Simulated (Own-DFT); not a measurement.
# Computed records: GaP (zincblende, strained, atoms displaced)

All values are calculated (Own-DFT development build). A calculation, not a measurement: plane-wave PBE density functional theory by an unreviewed code, no spin, of a simulated periodic cell, stress positive in tension, free energy of the whole cell less one offset for each atom, forces on such cells passed a denser k mesh, this cell's mesh not checked; offsets are fitted by least squares, one for each functional and potential file, so energies compare only between cells with the same atoms and settings and are not formation energies; the far tail of each file's local potential was reset to the Coulomb form; each entry is a single point on an unrelaxed cell, so the pressure reflects the starting lattice, mostly measured values (interpolated for alloys), from which strain is counted, and rises with the displacements; printed positions are rounded, which can move forces by about a meV/angstrom; the program, named Own-DFT, is a retired in-house code; no spin-orbit coupling; before rounding, a Quantum ESPRESSO 7.3.1 run of the same cell and cutoff gave forces within 1 meV/angstrom rms on each cell, which checks the program and not the settings.

Common to all runs: functional PBE; potential files PseudoDojo norm-conserving, scalar-relativistic, standard set; wave cutoff 42 hartree; occupations Fermi-Dirac; smearing width 0.1 eV; k mesh 3 x 3 x 3 centred on Gamma.

(1) GaP (zincblende, strained, atoms displaced)

```
GaP
1.0
     10.6985     0.1895    -0.2172
      0.1895    10.9646    -0.1458
     -0.2172    -0.1458    11.0457
Ga P Ga P Ga P Ga P Ga P Ga P Ga P Ga P
4 4 4 4 4 4 4 4 4 4 4 4 4 4 4 4
Direct
  0.00325 0.99713 0.99501
  0.00826 0.25344 0.24998
  0.24847 0.00025 0.25577
  0.25885 0.25287 0.99634
  0.12974 0.12556 0.12752
  0.11922 0.37563 0.36972
  0.37463 0.12529 0.37626
  0.37267 0.37708 0.12725
  0.00980 0.99079 0.49363
  0.99553 0.25011 0.75170
  0.25890 0.99988 0.75309
  0.24360 0.24773 0.48991
  0.12716 0.13279 0.62773
  0.13075 0.37713 0.87808
  0.38036 0.12418 0.87883
  0.37760 0.36939 0.62726
  0.00278 0.50333 0.99822
  0.00053 0.75460 0.24724
  0.24556 0.50138 0.24815
  0.24442 0.74809 0.00058
  0.13076 0.62308 0.12160
  0.12211 0.87808 0.37782
  0.36243 0.62530 0.36967
  0.37239 0.87253 0.11837
  0.00490 0.50192 0.49622
  0.00573 0.74110 0.75582
  0.25411 0.50024 0.74958
  0.25590 0.74991 0.49409
  0.11985 0.62695 0.62470
  0.12484 0.86548 0.87511
  0.37724 0.62340 0.87455
  0.37300 0.88286 0.62650
  0.50009 0.00286 0.99912
  0.49294 0.24828 0.25421
  0.75009 0.99759 0.25340
  0.74843 0.24503 0.99622
  0.61810 0.12903 0.12757
  0.62582 0.36898 0.37263
  0.87665 0.12910 0.38749
  0.86405 0.37163 0.12458
  0.50030 0.00122 0.49119
  0.50177 0.24508 0.75697
  0.75253 0.99268 0.74552
  0.74884 0.25750 0.49773
  0.61933 0.12644 0.62799
  0.62814 0.36857 0.86764
  0.87958 0.12724 0.87783
  0.87492 0.37082 0.62717
  0.49682 0.50396 0.99790
  0.49696 0.74753 0.25067
  0.74728 0.49879 0.25247
  0.75217 0.76101 0.99270
  0.63166 0.62446 0.12911
  0.63283 0.87456 0.37996
  0.87043 0.62254 0.37640
  0.85903 0.88205 0.11927
  0.50163 0.49574 0.49831
  0.49547 0.75589 0.74944
  0.74372 0.50378 0.75034
  0.74722 0.75615 0.50224
  0.63139 0.62385 0.62460
  0.62281 0.87056 0.87899
  0.86331 0.62393 0.87672
  0.87379 0.86959 0.62822
```

- free energy of cell above offsets: -31.419 eV
- pressure: 3.84 GPa
- stress xx: -4.96 GPa
- stress yy: -3.51 GPa
- stress zz: -3.05 GPa
- stress yz: -2.5 GPa
- stress xz: -3.55 GPa
- stress xy: 3.59 GPa

Force:
| element | x (eV/Å) | y (eV/Å) | z (eV/Å) |
| --- | --- | --- | --- |
| Ga | -0.172 | 0.075 | 0.921 |
| Ga | -1.901 | -1.004 | -0.679 |
| Ga | 0.159 | -0.527 | -0.577 |
| Ga | -0.724 | -0.473 | 0.778 |
| P | 0.007 | 0.037 | -0.816 |
| P | 1.242 | 1.005 | 0.326 |
| P | -0.145 | 0.138 | -0.6 |
| P | 0.58 | 0.356 | -0.176 |
| Ga | -1.815 | 1.787 | 2.495 |
| Ga | 0.523 | -0.04 | 0.527 |
| Ga | -1.409 | 0.47 | 0.255 |
| Ga | 0.255 | 0.338 | 1.354 |
| P | 0.104 | -1.032 | -0.364 |
| P | -0.473 | 0.097 | -0.836 |
| P | -0.304 | 0.376 | -0.601 |
| P | -0.281 | 0.277 | -0.755 |
| Ga | -0.936 | -0.663 | 0.333 |
| Ga | -0.787 | -0.519 | -0.279 |
| Ga | -0.263 | -0.994 | 0.153 |
| Ga | 0.78 | -0.671 | 0.115 |
| P | -1.009 | 0.923 | 0.122 |
| P | 1.536 | -1.201 | -1.666 |
| P | 1.957 | -0.274 | 0.262 |
| P | 0.25 | 0.64 | 0.743 |
| Ga | -0.982 | -0.446 | 0.701 |
| Ga | -1.644 | -0.009 | -0.123 |
| Ga | -0.417 | -0.329 | -0.231 |
| Ga | -1.004 | 0.352 | 1.402 |
| P | 1.456 | -0.205 | -0.469 |
| P | 0.359 | 1.367 | -0.416 |
| P | -0.414 | 1.066 | -0.471 |
| P | 0.626 | -0.662 | -1.308 |
| Ga | 0.222 | -0.858 | 0.884 |
| Ga | 0.02 | 0.038 | -0.235 |
| Ga | -0.343 | 1.209 | 0.597 |
| Ga | -0.353 | -0.065 | 0.632 |
| P | 0.703 | -0.331 | -0.084 |
| P | -0.52 | 1.074 | -0.451 |
| P | 0.454 | -0.568 | -1.466 |
| P | 1.39 | 0.384 | -0.074 |
| Ga | 0.34 | -0.194 | 1.351 |
| Ga | -0.58 | -0.156 | -0.507 |
| Ga | -0.585 | 0.803 | 0.788 |
| Ga | -0.137 | -1.09 | 1.266 |
| P | 0.822 | -0.327 | -0.737 |
| P | -0.231 | 1.228 | 0.864 |
| P | -0.291 | -0.595 | -0.854 |
| P | 0.029 | 1.491 | -0.316 |
| Ga | 1.05 | -0.918 | 0.738 |
| Ga | 0.224 | 0.038 | -0.055 |
| Ga | 0.036 | -0.585 | 0.172 |
| Ga | -0.435 | -1.861 | 1.056 |
| P | -0.709 | 0.636 | -0.939 |
| P | -1.381 | 0.397 | -1.352 |
| P | 0.523 | 0.846 | -0.25 |
| P | 2.427 | 0.064 | 0.408 |
| Ga | -0.393 | 0.117 | 0.324 |
| Ga | 0.312 | -1.01 | -0.063 |
| Ga | 0.522 | -1.4 | 0.045 |
| Ga | 0.629 | -1.529 | 0.623 |
| P | -1.391 | 1.027 | -0.736 |
| P | -0.495 | 1.5 | -1.295 |
| P | 1.518 | 0.23 | -0.115 |
| P | 1.471 | 0.151 | -0.34 |

(2) GaP (zincblende, strained, atoms displaced)

```
GaP
1.0
     10.9414     0.1568    -0.0805
      0.1568    10.7784    -0.0070
     -0.0805    -0.0070    10.8153
Ga P Ga P Ga P Ga P Ga P Ga P Ga P Ga P
4 4 4 4 4 4 4 4 4 4 4 4 4 4 4 4
Direct
  0.00235 0.99897 0.00556
  0.00236 0.24608 0.25041
  0.24631 0.00324 0.25242
  0.24406 0.25293 0.99834
  0.12013 0.12740 0.13374
  0.11498 0.37267 0.37967
  0.36753 0.13514 0.37405
  0.37735 0.38480 0.11710
  0.00247 0.99552 0.50722
  0.00324 0.24979 0.75203
  0.25220 0.00404 0.74668
  0.25407 0.25434 0.49638
  0.12250 0.12991 0.62810
  0.13090 0.38366 0.86892
  0.37345 0.12589 0.88073
  0.37474 0.37500 0.63076
  0.99988 0.50302 0.99593
  0.99359 0.75544 0.25365
  0.24271 0.50058 0.25065
  0.25344 0.74866 0.00013
  0.12298 0.63356 0.12423
  0.12574 0.87521 0.38141
  0.37367 0.61753 0.37185
  0.37615 0.87108 0.12591
  0.00395 0.49598 0.50721
  0.99849 0.75102 0.74505
  0.25552 0.49851 0.74648
  0.23959 0.74650 0.49141
  0.13237 0.62890 0.63101
  0.12630 0.87294 0.86820
  0.37091 0.62086 0.86552
  0.36844 0.88215 0.63047
  0.49914 0.99910 0.99665
  0.49843 0.24393 0.24851
  0.74571 0.00219 0.25803
  0.74784 0.24827 0.99282
  0.61940 0.12090 0.12923
  0.62671 0.36409 0.37011
  0.86893 0.12755 0.37461
  0.87730 0.37427 0.12604
  0.49308 0.99556 0.50039
  0.49770 0.24890 0.75452
  0.74495 0.00158 0.74504
  0.74320 0.25088 0.50475
  0.62320 0.12247 0.62698
  0.62259 0.37848 0.88115
  0.87317 0.11728 0.88421
  0.87849 0.37730 0.62632
  0.49349 0.50335 0.00267
  0.49662 0.74748 0.25177
  0.74226 0.50238 0.24921
  0.74837 0.74130 0.00336
  0.62367 0.62561 0.12256
  0.62080 0.87118 0.37834
  0.86999 0.62387 0.36910
  0.86652 0.86916 0.12323
  0.49757 0.49341 0.49662
  0.50004 0.75236 0.75258
  0.75712 0.49538 0.75390
  0.74638 0.75199 0.49602
  0.62634 0.62220 0.62805
  0.62646 0.87137 0.87548
  0.86942 0.62966 0.88140
  0.87555 0.88548 0.62074
```

- free energy of cell above offsets: -32.804 eV
- pressure: 4.68 GPa
- stress xx: -4.11 GPa
- stress yy: -5.12 GPa
- stress zz: -4.82 GPa
- stress yz: -0.1 GPa
- stress xz: -0.91 GPa
- stress xy: 3.11 GPa

Force:
| element | x (eV/Å) | y (eV/Å) | z (eV/Å) |
| --- | --- | --- | --- |
| Ga | 0.023 | -0.908 | 0.067 |
| Ga | -1.425 | 0.65 | 0.836 |
| Ga | 0.519 | -0.652 | 0.162 |
| Ga | 0.347 | 0.074 | 0.637 |
| P | 0.858 | -0.394 | -1.6 |
| P | 1.123 | 0.197 | -0.76 |
| P | 0.987 | -1.395 | -0.379 |
| P | -1.13 | -1.452 | 1.364 |
| Ga | -0.01 | 1.358 | -0.676 |
| Ga | -0.644 | 0.039 | 0.852 |
| Ga | -0.797 | 0.458 | 1.122 |
| Ga | -1.042 | 0.341 | 1.29 |
| P | 0.668 | -0.17 | -0.916 |
| P | -0.891 | -0.507 | 0.242 |
| P | -0.337 | 0.13 | -0.62 |
| P | 0.434 | -0.415 | -1.252 |
| Ga | 0.163 | -0.17 | 0.767 |
| Ga | 0.28 | -0.335 | -0.044 |
| Ga | -0.137 | -0.374 | -0.265 |
| Ga | -0.313 | -0.074 | -0.321 |
| P | -0.198 | -0.363 | 0.04 |
| P | -0.888 | 0.83 | -1.48 |
| P | -0.245 | 0.652 | 0.238 |
| P | -0.362 | 0.88 | -0.199 |
| Ga | -0.521 | 1.271 | -0.07 |
| Ga | -0.536 | 0.137 | 0.607 |
| Ga | -0.497 | 0.059 | 0.201 |
| Ga | 1.798 | -0.518 | 1.269 |
| P | -0.926 | -0.459 | -0.948 |
| P | 0.043 | 0.579 | 0.646 |
| P | 0.799 | 0.964 | 0.958 |
| P | 0.63 | -1.463 | -1.395 |
| Ga | 0.235 | -0.463 | 0.726 |
| Ga | -0.543 | 0.785 | -0.296 |
| Ga | 0.021 | -0.693 | -0.439 |
| Ga | 0.057 | -0.026 | 1.492 |
| P | 0.545 | 0.083 | -1.018 |
| P | -0.642 | 1.169 | 0.018 |
| P | 0.897 | -0.231 | 0.595 |
| P | -0.352 | 0.192 | -0.536 |
| Ga | -0.074 | 0.505 | 0.094 |
| Ga | 0.397 | -0.073 | 0.421 |
| Ga | 0.696 | -0.517 | 1.247 |
| Ga | 0.842 | -0.285 | 0.364 |
| P | -0.88 | 0.683 | -0.632 |
| P | -0.067 | -0.007 | -0.909 |
| P | 0.172 | 0.584 | -1.481 |
| P | -0.435 | -0.669 | -0.079 |
| Ga | 0.687 | 0.594 | -0.751 |
| Ga | 0.278 | -0.256 | 0.192 |
| Ga | 0.624 | -0.883 | 0.014 |
| Ga | -0.553 | 0.911 | 0.199 |
| P | -0.778 | 0.006 | 0.17 |
| P | -0.504 | 0.697 | -0.677 |
| P | 0.575 | -0.056 | 0.949 |
| P | 0.36 | 1.19 | 0.38 |
| Ga | 0.682 | -0.03 | 0.525 |
| Ga | -0.193 | -0.324 | -0.339 |
| Ga | -0.724 | 0.402 | 0.326 |
| Ga | 0.634 | -0.697 | 0.987 |
| P | -0.119 | 0.082 | -0.537 |
| P | 0.089 | 0.349 | -0.114 |
| P | 1.021 | -0.492 | -1.583 |
| P | -0.724 | -1.501 | 0.32 |

(3) GaP (zincblende, strained, atoms displaced)

```
GaP
1.0
     10.9135     0.1741    -0.0039
      0.1741    10.8402     0.0183
     -0.0039     0.0183    10.8542
Ga P Ga P Ga P Ga P Ga P Ga P Ga P Ga P
4 4 4 4 4 4 4 4 4 4 4 4 4 4 4 4
Direct
  0.00559 0.99064 0.99307
  0.99289 0.25479 0.25971
  0.25351 0.00207 0.26305
  0.24430 0.26275 0.99300
  0.12641 0.11784 0.12237
  0.12125 0.36452 0.37664
  0.37535 0.13014 0.37701
  0.36959 0.37107 0.12130
  0.99694 0.00456 0.49855
  0.99783 0.25525 0.75786
  0.26113 0.99434 0.74532
  0.25482 0.24995 0.50048
  0.13197 0.11087 0.61611
  0.12845 0.37336 0.86897
  0.37527 0.12429 0.87098
  0.38724 0.37107 0.62584
  0.99436 0.50270 0.00252
  0.99974 0.74880 0.25686
  0.25074 0.49956 0.25097
  0.25626 0.75193 0.00978
  0.12704 0.62953 0.12564
  0.12595 0.87925 0.37561
  0.37989 0.62806 0.37224
  0.37359 0.87689 0.12094
  0.00592 0.50526 0.49797
  0.99841 0.74644 0.74838
  0.24897 0.49352 0.75016
  0.24769 0.75779 0.49643
  0.12623 0.62520 0.62892
  0.13685 0.87432 0.87080
  0.37838 0.62684 0.86852
  0.36729 0.87405 0.61600
  0.48702 0.99543 0.99861
  0.50360 0.24976 0.24451
  0.74702 0.00227 0.24963
  0.75753 0.25027 0.99441
  0.62930 0.12402 0.13046
  0.63249 0.37135 0.37944
  0.88325 0.12120 0.37417
  0.88274 0.37496 0.13205
  0.50481 0.99902 0.50742
  0.49430 0.25260 0.75568
  0.74799 0.00147 0.74651
  0.75500 0.25122 0.50034
  0.62161 0.12392 0.62158
  0.63019 0.37566 0.87794
  0.87480 0.12622 0.87271
  0.87743 0.37303 0.62913
  0.49813 0.50398 0.00030
  0.49481 0.75107 0.25455
  0.75149 0.50869 0.25658
  0.75512 0.74998 0.00272
  0.63249 0.61871 0.13687
  0.62354 0.87347 0.37005
  0.88060 0.62655 0.37825
  0.86778 0.87608 0.12782
  0.50363 0.49976 0.49001
  0.50122 0.75862 0.75307
  0.75559 0.50406 0.74422
  0.74359 0.75136 0.49784
  0.62178 0.62174 0.62353
  0.61880 0.87872 0.86406
  0.87331 0.62276 0.88353
  0.87882 0.88146 0.62378
```

- free energy of cell above offsets: -32.063 eV
- pressure: 4.29 GPa
- stress xx: -3.98 GPa
- stress yy: -4.52 GPa
- stress zz: -4.36 GPa
- stress yz: 0.96 GPa
- stress xz: -1.13 GPa
- stress xy: 2.67 GPa

Force:
| element | x (eV/Å) | y (eV/Å) | z (eV/Å) |
| --- | --- | --- | --- |
| Ga | -0.381 | 0.513 | 0.646 |
| Ga | 1.192 | -1.351 | -0.977 |
| Ga | -0.085 | 0.285 | -1.127 |
| Ga | 0.583 | -2.317 | 1.177 |
| P | -0.207 | 0.935 | 0.227 |
| P | 0.913 | 1.505 | 0.175 |
| P | 1.157 | -0.493 | -0.34 |
| P | 0.719 | 0.719 | 0.063 |
| Ga | 0.85 | -0.818 | 0.605 |
| Ga | 0.707 | -1.348 | -0.944 |
| Ga | -0.884 | 0.745 | 0.558 |
| Ga | -0.337 | -0.047 | 0.859 |
| P | -0.36 | 1.724 | 1.069 |
| P | -1.449 | 1.264 | 0.13 |
| P | -0.683 | 0.469 | 0.265 |
| P | -1.472 | 1.099 | -1.031 |
| Ga | 1.378 | -0.613 | 0.553 |
| Ga | 0.19 | 0.598 | -0.588 |
| Ga | -0.306 | -0.253 | 0.243 |
| Ga | -0.461 | -0.61 | -1.176 |
| P | -0.337 | -0.426 | -0.055 |
| P | -0.761 | -0.281 | -0.422 |
| P | -1.318 | -0.459 | 0.377 |
| P | 0.072 | -0.075 | 1.599 |
| Ga | 0.04 | -0.874 | 0.742 |
| Ga | 0.107 | 0.519 | 0.789 |
| Ga | 0.952 | 0.507 | -0.442 |
| Ga | -0.16 | -1.362 | 0.22 |
| P | 0.395 | -0.058 | -0.867 |
| P | -0.581 | -0.766 | -0.145 |
| P | -0.517 | 0.052 | 0.543 |
| P | 1.872 | -0.348 | 0.301 |
| Ga | 1.611 | 0.742 | 0.016 |
| Ga | -0.278 | 0.187 | 0.725 |
| Ga | 0.485 | -0.251 | 0.877 |
| Ga | -0.346 | 0.124 | 1.403 |
| P | -0.605 | 0.232 | -1.914 |
| P | -0.429 | 0.411 | -1.333 |
| P | -1.797 | 0.525 | -0.368 |
| P | -1.295 | 0.539 | -0.836 |
| Ga | -0.673 | -0.182 | -0.958 |
| Ga | 1.624 | -0.642 | 0.427 |
| Ga | 0.166 | 0.307 | 0.116 |
| Ga | 0.243 | -0.874 | 0.622 |
| P | 0.536 | 0.917 | 0.503 |
| P | -0.459 | 0.372 | -0.611 |
| P | 0.429 | -0.904 | -0.13 |
| P | 0.283 | 0.515 | -1.003 |
| Ga | 0.469 | -0.335 | 0.421 |
| Ga | 0.864 | 0.187 | -1.048 |
| Ga | 1.118 | -1.646 | 0.774 |
| Ga | -1.377 | 0.264 | 0.241 |
| P | -1.693 | 1.541 | -1.841 |
| P | -0.184 | 0.551 | 0.3 |
| P | -0.682 | 0.226 | 0.077 |
| P | 1.224 | -0.119 | -0.428 |
| Ga | 0.043 | -0.173 | 1.013 |
| Ga | -0.735 | -1.047 | -1.304 |
| Ga | -0.545 | -0.265 | 0.828 |
| Ga | 0.633 | -0.095 | 0.67 |
| P | 0.052 | 0.692 | -0.125 |
| P | 1.139 | 0.179 | 1.699 |
| P | -0.007 | 0.487 | -1.652 |
| P | -0.64 | -0.898 | -0.183 |

(4) GaP (zincblende, strained, atoms displaced)

```
GaP
1.0
     10.8705    -0.2153    -0.1787
     -0.2153    10.7570    -0.0084
     -0.1787    -0.0084    11.0880
Ga P Ga P Ga P Ga P Ga P Ga P Ga P Ga P
4 4 4 4 4 4 4 4 4 4 4 4 4 4 4 4
Direct
  0.99752 0.99926 0.00360
  0.99573 0.25024 0.24757
  0.24216 0.00299 0.24816
  0.25098 0.25171 0.00828
  0.12824 0.12732 0.12152
  0.13628 0.37010 0.38163
  0.37169 0.12558 0.37980
  0.37098 0.37418 0.12505
  0.99914 0.99717 0.49906
  0.00016 0.24598 0.75628
  0.25166 0.99862 0.75478
  0.25502 0.25491 0.50122
  0.12166 0.12558 0.62976
  0.12689 0.37724 0.87234
  0.38098 0.13411 0.87415
  0.38093 0.37462 0.61946
  0.00873 0.50005 0.00616
  0.99503 0.75486 0.24207
  0.25387 0.50222 0.25684
  0.24905 0.74526 0.99793
  0.12466 0.61874 0.12775
  0.13157 0.87739 0.37870
  0.37539 0.63525 0.36696
  0.38221 0.86633 0.12300
  0.99633 0.50762 0.49462
  0.99926 0.75107 0.74708
  0.25260 0.49748 0.75321
  0.25235 0.75150 0.50297
  0.12093 0.62413 0.62475
  0.12309 0.87910 0.88042
  0.38166 0.61426 0.87214
  0.37179 0.87905 0.61880
  0.50491 0.99446 0.00132
  0.50298 0.24514 0.25748
  0.75678 0.00957 0.25133
  0.74273 0.25616 0.99240
  0.61858 0.11998 0.13032
  0.63146 0.37209 0.37136
  0.87242 0.13155 0.38000
  0.87890 0.37060 0.12587
  0.49842 0.99620 0.49181
  0.50069 0.25370 0.74381
  0.75708 0.99374 0.75786
  0.74221 0.25288 0.50580
  0.62152 0.12123 0.62177
  0.62184 0.38125 0.87965
  0.87248 0.13781 0.87576
  0.88104 0.37810 0.61893
  0.50420 0.50813 0.00078
  0.49189 0.75068 0.25568
  0.74817 0.50026 0.25874
  0.74561 0.75433 0.99868
  0.62650 0.62902 0.12832
  0.62894 0.87211 0.37468
  0.87591 0.62582 0.36582
  0.87807 0.87726 0.12779
  0.50166 0.50479 0.50961
  0.50108 0.74563 0.74669
  0.74826 0.49746 0.74188
  0.75458 0.74999 0.49924
  0.61071 0.62865 0.62061
  0.62810 0.87056 0.87427
  0.88463 0.63408 0.87502
  0.87436 0.88292 0.61735
```

- free energy of cell above offsets: -31.603 eV
- pressure: 3.67 GPa
- stress xx: -3.94 GPa
- stress yy: -4.66 GPa
- stress zz: -2.4 GPa
- stress yz: -0.01 GPa
- stress xz: -2.87 GPa
- stress xy: -4.26 GPa

Force:
| element | x (eV/Å) | y (eV/Å) | z (eV/Å) |
| --- | --- | --- | --- |
| Ga | 0.041 | 0.484 | -0.649 |
| Ga | 0.98 | -0.37 | 0.587 |
| Ga | 1.032 | -0.396 | -0.267 |
| Ga | -0.107 | -0.238 | -1.817 |
| P | -0.902 | -0.066 | 0.714 |
| P | -1.616 | 1.111 | -0.832 |
| P | 0.062 | -0.034 | -0.407 |
| P | 1.483 | 1.041 | 1.119 |
| Ga | 0.586 | 0.814 | -0.75 |
| Ga | 0.31 | 0.656 | -1.249 |
| Ga | -0.014 | 0.385 | -0.284 |
| Ga | -0.41 | -1.486 | 0.388 |
| P | 0.556 | 0.104 | -0.099 |
| P | 0.018 | -0.254 | 1.002 |
| P | -0.269 | -0.7 | 0.644 |
| P | -0.54 | 0.677 | 1.13 |
| Ga | -1.132 | -0.754 | -1.37 |
| Ga | 1.395 | -0.576 | 0.674 |
| Ga | -0.385 | -0.859 | -0.765 |
| Ga | 0.109 | -0.354 | -0.13 |
| P | 0.757 | 1.38 | 0.887 |
| P | -1.114 | -0.302 | -0.357 |
| P | -0.501 | -1.264 | 2.573 |
| P | -1.152 | 1.092 | 0.001 |
| Ga | 0.625 | -0.857 | -0.452 |
| Ga | 0.326 | 0.605 | -0.473 |
| Ga | -0.311 | -0.378 | -1.304 |
| Ga | -0.552 | -0.847 | -0.581 |
| P | 0.845 | 0.404 | 0.376 |
| P | 0.202 | -0.325 | -0.292 |
| P | -0.526 | 1.755 | 0.29 |
| P | 0.767 | 0.096 | 1.537 |
| Ga | -0.599 | 0.09 | -0.782 |
| Ga | -0.889 | 0.057 | -0.874 |
| Ga | -0.568 | -0.923 | -0.198 |
| Ga | 0.12 | -0.637 | 1.165 |
| P | 0.988 | 0.886 | -0.33 |
| P | -0.996 | 0.663 | 1.297 |
| P | 0.598 | 0.15 | 0.413 |
| P | -0.878 | 1.008 | -0.274 |
| Ga | 0.269 | -0.115 | -0.005 |
| Ga | 0.501 | -0.417 | 0.196 |
| Ga | -0.387 | 0.698 | -0.983 |
| Ga | 0.621 | -0.355 | -0.246 |
| P | 0.304 | -0.059 | 0.984 |
| P | 0.047 | 0.273 | -0.972 |
| P | -0.207 | -1.343 | 0.81 |
| P | -0.488 | -0.172 | 0.847 |
| Ga | -0.252 | -1.126 | 0.626 |
| Ga | 1.907 | 0.512 | -1.229 |
| Ga | 0.078 | -0.473 | -1.928 |
| Ga | 0.988 | -0.836 | 0.24 |
| P | 0.076 | 0.147 | 0.606 |
| P | 0.036 | 0.602 | -0.151 |
| P | 0.275 | 0.948 | 1.166 |
| P | -1.147 | 0.721 | -0.373 |
| Ga | -1.074 | -1.234 | -3.023 |
| Ga | -0.919 | 0.664 | 0.037 |
| Ga | 0.373 | 0.531 | 0.455 |
| Ga | -0.602 | -0.531 | -0.352 |
| P | 3.089 | 1.006 | 1.189 |
| P | -0.578 | 0.583 | -0.107 |
| P | -1.278 | -1.039 | 0.489 |
| P | 0.027 | -0.822 | 1.464 |
